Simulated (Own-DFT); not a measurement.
# How strain changes the stress of wurtzite GaN, 72 atoms (Ga36N36)

All numbers below are calculated, not measured. The program, named Own-DFT, is a retired in-house plane-wave density functional code that no person has reviewed. Each row is one single-point run on a periodic cell that was not relaxed, without spin or spin-orbit coupling.

Settings of every run: PBE; PseudoDojo norm-conserving scalar-relativistic files (stringent for Ga); cutoff 96 hartree; 4 x 4 x 3 k mesh centred on Gamma; Gaussian smearing of 0.01 eV.

Known limits: forces not confirmed at this smearing and k mesh; stress not checked against mesh or cutoff.

Unstrained cell vectors in Å: (9.567, 0.000, 0.000); (-4.784, 8.285, 0.000); (0.000, 0.000, 10.370). The unstrained cell has measured lattice constants (interpolated for alloys), not those of this functional. That, the random moves and any unrelaxed bonds set the pressure at no strain. Each run strains this cell uniformly, with the atoms carried along. Every atom was also moved at random, by a Gaussian of width 0.05 Å on each axis. Strain is the symmetric tensor, in per cent. Stress is positive in tension, and the pressure is minus a third of its trace.

| run | e_xx (%) | e_yy (%) | e_zz (%) | s_xx (GPa) | s_yy (GPa) | s_zz (GPa) | P (GPa) | E (meV/atom) |
|---|---|---|---|---|---|---|---|---|
| 1 | 0.00 | 0.00 | -1.00 | -7.48 | -6.74 | -13.94 | 9.39 | 38.6 |
| 2 | 0.00 | 0.00 | -1.75 | -8.15 | -7.12 | -17.32 | 10.87 | 25.9 |
| 3 | 0.00 | 0.00 | 1.25 | -5.03 | -5.60 | -2.17 | 4.27 | 0.0 |
| 4 | 0.00 | 0.00 | 0.50 | -6.39 | -6.76 | -4.49 | 5.88 | 6.5 |
| 5 | 0.00 | 0.00 | 2.50 | -5.56 | -4.53 | 2.80 | 2.43 | 7.4 |
| 6 | 0.00 | 0.00 | -1.50 | -7.72 | -5.97 | -16.78 | 10.16 | 26.8 |
| 7 | 0.00 | 0.00 | 1.00 | -7.36 | -5.04 | -3.29 | 5.23 | 14.9 |
| 8 | 0.00 | 0.00 | 3.00 | -4.46 | -3.61 | 4.62 | 1.15 | 0.2 |
| 9 | 0.00 | 0.00 | 2.00 | ? | ? | ? | ? | ? |

E is the free energy for each atom above the lowest run shown.

## Worked fit

The change of volume is close to e_xx + e_yy + e_zz. A straight line through the runs shown gives P = 7.18 - 203 x (fractional change of volume) GPa, with an error of 5 on the slope and a scatter of 0.25 GPa. The strain isn't the same on all axes and the cell isn't cubic, so the slope belongs to this path and is not the bulk modulus.

## Withheld run

Question: what pressure should run 9 give? Its volume changes by 2.00 %.

The line gives 3.1 GPa. The calculation gave 3.21 GPa.
